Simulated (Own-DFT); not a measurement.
## Calculated data, GaP (zincblende, atoms displaced)

All values are calculated (Own-DFT development build). A calculation, not a measurement: plane-wave PBE density functional theory by an unreviewed code, no spin, of a simulated periodic cell, stress positive in tension, free energy of the whole cell less one offset for each atom, forces on such cells passed a denser k mesh, this cell's mesh not checked; offsets are fitted by least squares, one for each functional and potential file, so energies compare only between cells with the same atoms and settings and are not formation energies; the far tail of each file's local potential was reset to the Coulomb form; each entry is a single point on an unrelaxed cell, so the pressure reflects the starting lattice, mostly measured values (interpolated for alloys), from which strain is counted, and rises with the displacements; printed positions are rounded, which can move forces by about a meV/angstrom; the program, named Own-DFT, is a retired in-house code; no spin-orbit coupling.

Entry: GaP (zincblende, atoms displaced)

```xyz
64
Lattice="10.9010 0.0000 0.0000 0.0000 10.9010 0.0000 0.0000 0.0000 10.9010" Properties=species:S:1:pos:R:3 GaP
Ga    10.8710     0.0463     0.0084
Ga     0.0475     2.6904     2.5956
Ga     2.7382     0.0252     2.6594
Ga     2.6667     2.7311    10.8946
P      1.3399     1.3434     1.3494
P      1.4135     4.1015     4.0835
P      4.0427     1.2357     4.1056
P      4.1828     4.1266     1.3326
Ga    10.8970     0.0059     5.4937
Ga     0.0177     2.7594     8.1771
Ga     2.6377    10.8848     8.1671
Ga     2.7902     2.6265     5.5272
P      1.3253     1.4564     6.7577
P      1.3390     4.0028     9.5523
P      4.0485     1.3689     9.5091
P      4.1352     4.1119     6.7827
Ga     0.1068     5.4594     0.0467
Ga    10.8654     8.1647     2.7411
Ga     2.7071     5.3569     2.6655
Ga     2.7275     8.1601    10.8237
P      1.3194     6.7932     1.3252
P      1.3331     9.5408     4.0355
P      4.1319     6.7671     4.0079
P      4.0419     9.4612     1.4022
Ga     0.0236     5.4238     5.4612
Ga    10.8742     8.1203     8.1547
Ga     2.6837     5.4721     8.0910
Ga     2.6811     8.0710     5.4289
P      1.3359     6.8356     6.7916
P      1.3472     9.5868     9.5885
P      4.1001     6.7821     9.4886
P      4.0281     9.5072     6.7810
Ga     5.3622     0.0503     0.0205
Ga     5.5143     2.7258     2.7234
Ga     8.0950     0.0901     2.6175
Ga     8.2688     2.6899    10.8837
P      6.8777     1.3611     1.2502
P      6.8517     4.1436     4.0154
P      9.5741     1.4096     4.1443
P      9.4911     4.1126     1.3720
Ga     5.4017    10.8580     5.3934
Ga     5.5497     2.7192     8.2419
Ga     8.2533    10.8279     8.1940
Ga     8.1396     2.6451     5.4165
P      6.7820     1.3364     6.8756
P      6.8266     4.1418     9.5239
P      9.4809     1.3487     9.4684
P      9.5227     4.0964     6.8237
Ga     5.4972     5.4103     0.0810
Ga     5.4657     8.2513     2.7407
Ga     8.0930     5.4880     2.6907
Ga     8.1280     8.1965    10.8837
P      6.7763     6.8142     1.3677
P      6.8294     9.5404     4.0287
P      9.5358     6.8778     3.9911
P      9.4796     9.4973     1.2906
Ga     5.4984     5.4918     5.4751
Ga     5.4667     8.1773     8.1185
Ga     8.1932     5.4102     8.1751
Ga     8.2176     8.1961     5.4177
P      6.7861     6.7224     6.7936
P      6.7920     9.5127     9.5441
P      9.5956     6.7462     9.4941
P      9.5513     9.5518     6.8080
```

| Quantity | Value |
| --- | --- |
| functional | PBE |
| potential files | PseudoDojo norm-conserving, scalar-relativistic, standard set |
| wave cutoff | 42 hartree |
| occupations | Fermi-Dirac |
| smearing width | 0.1 eV |
| hardware | one NVIDIA H100 |
| k mesh | 3 x 3 x 3 centred on Gamma |
| free energy of cell above offsets | -33.777 eV |
| pressure | 3.13 GPa |
| stress xx | -3.16 GPa |
| stress yy | -3.09 GPa |
| stress zz | -3.14 GPa |
| stress yz | -0.24 GPa |
| stress xz | 0.03 GPa |
| stress xy | -0.43 GPa |
| wall time | 521 s |

Force:
| element | x (eV/Å) | y (eV/Å) | z (eV/Å) |
| --- | --- | --- | --- |
| Ga | -0.529 | -0.433 | -0.273 |
| Ga | -0.73 | 0.968 | 1.544 |
| Ga | -0.476 | -0.734 | 0.328 |
| Ga | 1.06 | -0.124 | 0.22 |
| P | 0.576 | -0.103 | -0.406 |
| P | -0.238 | -1.024 | 0.105 |
| P | 0.513 | 1.471 | -0.686 |
| P | -1.318 | -1.47 | 0.417 |
| Ga | 0.193 | -0.043 | -0.692 |
| Ga | -0.735 | -0.277 | -0.215 |
| Ga | 0.375 | 0.309 | -0.383 |
| Ga | 0.27 | 1.191 | -0.975 |
| P | -0.09 | -1.132 | 0.972 |
| P | 0.337 | 1.287 | -0.282 |
| P | -0.065 | 0.12 | 0.034 |
| P | -0.028 | -0.576 | 0.44 |
| Ga | -1.331 | -0.861 | -0.845 |
| Ga | 0.374 | 0.654 | -0.986 |
| Ga | 0.366 | 0.852 | 0.051 |
| Ga | -0.014 | -0.31 | 0.262 |
| P | 1.136 | 0.824 | 0.807 |
| P | 0.25 | 0.082 | 0.451 |
| P | -0.451 | 0.178 | 0.397 |
| P | 0.171 | 0.725 | -0.789 |
| Ga | -0.512 | 0.24 | -0.556 |
| Ga | 0.229 | 0.739 | 0.385 |
| Ga | 0.334 | -0.553 | 0.624 |
| Ga | 0.642 | 0.665 | -0.826 |
| P | -0.252 | -0.396 | 0.054 |
| P | -0.443 | -0.54 | -0.556 |
| P | 0.097 | -0.128 | 0.276 |
| P | 0.003 | -0.003 | 0.037 |
| Ga | 0.139 | -0.749 | -0.203 |
| Ga | -0.365 | -0.414 | -0.028 |
| Ga | 1.349 | -0.855 | 1.098 |
| Ga | -0.509 | 0.91 | -0.427 |
| P | -1.309 | 0.651 | 0.204 |
| P | -0.43 | -0.786 | 1.216 |
| P | -0.081 | -0.68 | -1.317 |
| P | 0.661 | -0.013 | -0.251 |
| Ga | 0.612 | -0.367 | 0.807 |
| Ga | -0.982 | 0.315 | -0.292 |
| Ga | -1.249 | 0.037 | -0.162 |
| Ga | -0.158 | 0.845 | 0.484 |
| P | 0.334 | -0.581 | -0.775 |
| P | 0.385 | -0.604 | 0.83 |
| P | 1.218 | 0.233 | 0.317 |
| P | 0.008 | -0.47 | -0.557 |
| Ga | -0.029 | 0.843 | -1.375 |
| Ga | -0.203 | -0.878 | -0.031 |
| Ga | 0.945 | 0.225 | -0.035 |
| Ga | 0.293 | -0.948 | -0.426 |
| P | 0.121 | 0.737 | -0.204 |
| P | 0.298 | 0.593 | 0.527 |
| P | -0.346 | -1.315 | 1.132 |
| P | 0.51 | 0.727 | 0.748 |
| Ga | -0.753 | -0.767 | -1.218 |
| Ga | -0.234 | -0.111 | 0.116 |
| Ga | 0.052 | 0.436 | -0.126 |
| Ga | -0.492 | -0.331 | 0.109 |
| P | 1.256 | 1.478 | 0.425 |
| P | -0.326 | 0.481 | -0.243 |
| P | -0.592 | 0.298 | 0.752 |
| P | 0.162 | -0.542 | -0.03 |
